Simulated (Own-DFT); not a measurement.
## Calculated data, GaP (zincblende, strongly disordered by large displacements)

A calculation, not a measurement: plane-wave PBE density functional theory by an unreviewed code, no spin, of a simulated periodic cell, stress positive in tension, free energy of the whole cell less one offset for each atom, forces on such cells passed a denser k mesh, this cell's mesh not checked; broken bonds can close the gap or carry spin, so checks made on this kind of crystal may not hold here; offsets are fitted by least squares, one for each functional and potential file, so energies compare only between cells with the same atoms and settings and are not formation energies; the far tail of each file's local potential was reset to the Coulomb form; each entry is a single point on an unrelaxed cell, so the pressure reflects the starting lattice, mostly measured values (interpolated for alloys), from which strain is counted, and rises with the displacements; printed positions are rounded, which can move forces by about a meV/angstrom; the program, named Own-DFT, is a retired in-house code; no spin-orbit coupling. Program: Own-DFT development build.

```yaml
- formula: GaP
  kind: "zincblende, strongly disordered by large displacements"
  structure:
    cell_angstrom: [[10.901, 0.0, 0.0], [0.0, 10.901, 0.0], [0.0, 0.0, 10.901]]
    atoms_fractional:
      - [Ga, 0.01196, 0.04146, 0.99617]
      - [Ga, 0.00418, 0.26329, 0.24075]
      - [Ga, 0.22871, 0.99506, 0.23687]
      - [Ga, 0.25364, 0.19018, 0.97417]
      - [P, 0.13036, 0.12762, 0.15047]
      - [P, 0.10702, 0.42299, 0.38363]
      - [P, 0.41696, 0.16398, 0.36374]
      - [P, 0.37862, 0.33396, 0.14047]
      - [Ga, 0.02813, 0.94659, 0.50594]
      - [Ga, 0.96392, 0.24295, 0.71255]
      - [Ga, 0.2352, 0.01885, 0.7591]
      - [Ga, 0.25434, 0.2436, 0.47241]
      - [P, 0.11522, 0.15149, 0.67158]
      - [P, 0.13436, 0.38627, 0.81355]
      - [P, 0.40595, 0.09745, 0.8589]
      - [P, 0.37039, 0.40267, 0.60395]
      - [Ga, 0.95583, 0.51498, 0.0136]
      - [Ga, 0.95188, 0.77273, 0.29333]
      - [Ga, 0.26003, 0.54267, 0.2723]
      - [Ga, 0.21931, 0.72183, 0.98186]
      - [P, 0.08104, 0.57914, 0.12579]
      - [P, 0.19969, 0.84916, 0.37201]
      - [P, 0.44272, 0.59398, 0.38878]
      - [P, 0.31457, 0.90707, 0.10336]
      - [Ga, 0.9568, 0.47764, 0.51983]
      - [Ga, 0.98293, 0.76027, 0.74517]
      - [Ga, 0.23723, 0.48848, 0.70442]
      - [Ga, 0.22951, 0.74255, 0.52374]
      - [P, 0.09987, 0.58407, 0.58885]
      - [P, 0.11434, 0.86263, 0.93611]
      - [P, 0.34355, 0.59616, 0.95818]
      - [P, 0.39059, 0.83557, 0.6427]
      - [Ga, 0.56248, 0.98091, 0.01904]
      - [Ga, 0.53167, 0.26942, 0.21358]
      - [Ga, 0.78064, 0.97824, 0.22343]
      - [Ga, 0.79733, 0.26731, 0.99581]
      - [P, 0.68052, 0.15155, 0.14961]
      - [P, 0.6251, 0.35301, 0.40372]
      - [P, 0.86554, 0.11504, 0.44581]
      - [P, 0.92032, 0.36734, 0.10731]
      - [Ga, 0.49765, 0.97217, 0.48297]
      - [Ga, 0.43087, 0.22443, 0.73165]
      - [Ga, 0.75898, 0.96812, 0.73533]
      - [Ga, 0.72826, 0.2403, 0.49772]
      - [P, 0.61797, 0.18658, 0.66056]
      - [P, 0.59548, 0.37869, 0.90001]
      - [P, 0.80621, 0.10239, 0.86667]
      - [P, 0.8223, 0.39056, 0.60506]
      - [Ga, 0.50816, 0.54873, 0.00772]
      - [Ga, 0.52568, 0.79207, 0.21495]
      - [Ga, 0.72631, 0.51327, 0.19843]
      - [Ga, 0.72822, 0.7519, 0.01604]
      - [P, 0.62699, 0.63619, 0.11093]
      - [P, 0.62368, 0.90166, 0.37305]
      - [P, 0.86894, 0.66332, 0.41202]
      - [P, 0.89963, 0.88503, 0.12298]
      - [Ga, 0.53507, 0.47983, 0.49119]
      - [Ga, 0.48261, 0.71282, 0.73968]
      - [Ga, 0.71297, 0.47229, 0.75582]
      - [Ga, 0.71511, 0.77952, 0.49665]
      - [P, 0.62422, 0.60194, 0.62337]
      - [P, 0.66665, 0.85982, 0.88545]
      - [P, 0.82998, 0.61082, 0.92465]
      - [P, 0.89549, 0.85145, 0.58524]
  settings:
    functional: PBE
    potential_files: "PseudoDojo norm-conserving, scalar-relativistic, standard set"
    "wave_cutoff [hartree]": 42.0
    occupations: Fermi-Dirac
    "smearing_width [eV]": 0.1
    hardware: "one NVIDIA H100"
    k_mesh: "3 x 3 x 3 centred on Gamma"
  results:
    "free_energy_of_cell_above_offsets [eV]": "30.916"
    "pressure [GPa]": 16.17
    "stress_xx [GPa]": -17.46
    "stress_yy [GPa]": -17.06
    "stress_zz [GPa]": -13.99
    "stress_yz [GPa]": 4.15
    "stress_xz [GPa]": 0.01
    "stress_xy [GPa]": 5.68
    force_element: [Ga, Ga, Ga, Ga, P, P, P, P, Ga, Ga, Ga, Ga, P, P, P, P, Ga, Ga, Ga, Ga, P, P, P, P, Ga, Ga, Ga, Ga, P, P, P, P, Ga, Ga, Ga, Ga, P, P, P, P, Ga, Ga, Ga, Ga, P, P, P, P, Ga, Ga, Ga, Ga, P, P, P, P, Ga, Ga, Ga, Ga, P, P, P, P]
    "force_x [eV/angstrom]": [-1.539, 1.386, 0.838, 0.308, -1.835, 0.377, -1.044, -5.084, 4.669, -5.321, 0.759, -0.996, 4.588, -3.816, -0.654, 2.527, 1.807, 3.81, 0.191, -1.253, 6.091, -3.096, -5.096, 4.638, 1.394, 1.059, 1.11, 1.623, 2.217, -2.783, -1.38, -4.06, -1.169, 3.663, -3.823, -3.447, 0.357, -0.014, 3.233, -2.924, -4.781, 0.565, -0.272, 2.023, 0.736, 0.09, 3.149, -1.234, 1.163, -1.818, 4.315, 5.676, -2.792, 3.495, -2.526, 2.678, -1.1, 2.915, 0.37, 0.176, 0.504, -3.82, -1.389, -5.435]
    "force_y [eV/angstrom]": [-0.234, -1.006, 1.022, 2.037, 2.982, -2.655, -2.169, 2.723, 4.571, 3.187, -2.873, 1.524, -2.431, -4.609, -4.118, -3.406, 0.689, 2.251, -0.953, 0.285, 4.349, 1.443, 6.292, -3.564, 1.684, -1.612, 3.756, -2.458, 4.39, 4.162, -2.758, 5.007, 1.318, -0.724, 4.063, -1.007, -1.766, -0.473, -2.272, -2.512, 3.505, 5.549, -0.69, -3.079, -2.584, -0.897, 2.848, -3.315, -5.561, 0.171, -5.229, 2.018, 3.601, -1.101, -4.652, -3.316, -0.374, -3.64, 0.762, -2.363, 2.909, 2.239, 0.97, -1.902]
    "force_z [eV/angstrom]": [-0.577, 4.545, 5.475, 0.692, -2.054, -0.967, 0.882, -2.657, -2.522, 2.003, 1.067, 0.789, -3.742, 4.818, 4.464, -1.136, -4.761, -3.974, -0.324, 3.549, 4.41, -1.905, -5.092, -4.526, -4.054, 2.119, -0.386, 2.791, 2.267, -4.054, -4.483, -3.195, 0.847, 2.713, 4.568, -1.295, -1.585, -8.627, -2.97, 2.15, 3.846, -3.845, -3.136, 2.479, 0.819, 0.267, 1.282, 3.278, -2.168, 0.473, 4.775, 1.628, 4.484, -4.73, 1.816, -2.655, 5.552, 3.872, 2.087, 1.527, 0.73, -4.817, -6.068, 3.245]
    "wall_time [s]": 604.0
```
